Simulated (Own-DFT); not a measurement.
# Response to strain: hcp Ru, 36 atoms (Ru36)

All numbers below are calculated, not measured. The program, named Own-DFT, is a retired in-house plane-wave density functional code that no person has reviewed. Each row is one single-point run on a periodic cell that was not relaxed, without spin or spin-orbit coupling.

Settings of every run: PBE; PseudoDojo norm-conserving scalar-relativistic files; cutoff 50 hartree; 5 x 5 x 4 k mesh centred on Gamma; cold (Marzari-Vanderbilt) smearing of 0.2 eV.

Known limits: forces on such cells failed a check on a denser k mesh; stress not checked against mesh or cutoff.

Unstrained cell vectors in Å: (8.118, 0.000, 0.000); (-4.059, 7.030, 0.000); (0.000, 0.000, 8.563). The unstrained cell has measured lattice constants (interpolated for alloys), not those of this functional. That, the random moves and any unrelaxed bonds set the pressure at no strain. Each run strains this cell uniformly, with the atoms carried along. Every atom was also moved at random, by a Gaussian of width 0.05 Å on each axis. Strain is the symmetric tensor, in per cent. Stress is positive in tension, and the pressure is minus a third of its trace.

```
run  e_xx (%)  e_yy (%)  e_zz (%)  e_yz (%)  e_xz (%)  e_xy (%)  s_xx (GPa)  s_yy (GPa)  s_zz (GPa)  s_yz (GPa)  s_xz (GPa)  s_xy (GPa)  P (GPa)  E (meV/atom)
  1     -0.93     -1.14     -1.80     -0.32     -1.59      1.33      -22.85      -20.66      -27.25       -1.77       -7.55        5.61    23.59         100.1
  2     -0.62     -0.32     -1.12     -0.24     -0.26     -1.94      -14.73      -13.90      -18.72       -1.34       -0.28       -8.88    15.78          47.8
  3      1.08     -0.97     -1.10      1.46      0.08      0.54       -5.11      -13.84      -15.76        5.98       -0.03        2.03    11.57          33.0
  4      0.25     -0.21      0.95     -0.69     -0.01     -1.36       -3.95       -7.05       -0.80       -2.69        0.06       -5.58     3.94           5.5
  5     -1.48     -0.31     -0.37      1.60      0.72      0.02      -18.64      -13.33      -14.43        6.76        3.42       -0.60    15.47          42.0
  6      0.35     -1.78      1.50      1.45     -0.57     -1.27       -6.15      -16.60       -0.94        5.63       -1.74       -7.01     7.89          37.9
  7      0.29     -0.69      1.81     -1.67     -0.66      1.76       -3.31       -8.54        3.15       -5.94       -2.49        6.92     2.90          22.3
  8     -0.31     -0.93      0.20      0.94     -0.92     -1.47      -11.16      -15.02       -8.99        3.66       -3.04       -6.86    11.72          40.5
  9     -0.28     -0.08     -0.06      0.45     -0.97      0.31       -9.19       -8.08       -8.10        1.81       -3.57        0.99     8.46           5.3
 10     -0.56     -2.00     -1.17     -1.62      1.65      0.34      -18.74      -25.04      -22.72       -6.95        7.51        2.39    22.17          78.6
 11      0.31      0.40      1.99      0.50      0.77     -0.92       -1.77       -0.53        5.78        1.41        2.58       -3.69    -1.16          12.4
 12     -0.27     -0.62     -1.08     -1.20      0.44     -1.56      -12.88      -13.82      -17.09       -5.04        2.00       -6.55    14.60          30.3
 13      1.02      1.52     -1.99      1.35     -0.97     -1.97       -2.80       -2.77      -16.47        5.61       -3.85       -7.19     7.34          44.9
 14     -0.76      0.51     -1.51     -0.79     -1.84      0.87      -14.65       -8.79      -19.30       -2.88       -7.91        4.09    14.25          41.1
 15      1.81     -1.08      0.67      0.11     -1.09      0.06        2.32       -8.41       -1.29        0.17       -4.00        0.26     2.46           0.0
 16      0.87      1.00     -1.06      1.72      0.32      0.61           ?           ?           ?           ?           ?           ?        ?             ?
```

E is the free energy for each atom above the lowest run shown.

## Worked fit

Each stress component was fitted by least squares to a constant and the strains of the runs shown, as fractions, with shears doubled. Shear strains stay in the fit of a normal stress only where such slopes are resolved. The slopes, in GPa:

```
stress  at no strain  per e_xx  per e_yy  per e_zz  scatter
  s_xx          -7.9  639 ± 31  231 ± 29  231 ± 20     0.94
  s_yy          -8.1  193 ± 35  623 ± 33  212 ± 23     1.08
  s_zz          -8.2  238 ± 31  231 ± 29  701 ± 20     0.94
```

Each shear stress against twice its own strain: yz 202 ± 5, xz 206 ± 9, xy 217 ± 6 GPa. These are stiffnesses along x, y and z of the frame in which the cell vectors are given, which need not be the crystal's axes. The atoms are held to the strained lattice; where symmetry lets them move under strain, relaxing them would lower some slopes. The table should be nearly symmetric about its diagonal, and what it lacks of that shows the noise. A ninth of its sum, 367 ± 10 GPa, estimates the bulk modulus near the mean pressure of these runs, 10.7 GPa, so it lies above the value at zero pressure.

## Withheld run

Question: what normal stresses and pressure should run 16 give?

The fit gives s_xx = -2.4, s_yy = -2.4, s_zz = -11.2 and P = 5.4 GPa. The calculation gave -3.59, -2.36, -11.55 and P = 5.83 GPa.
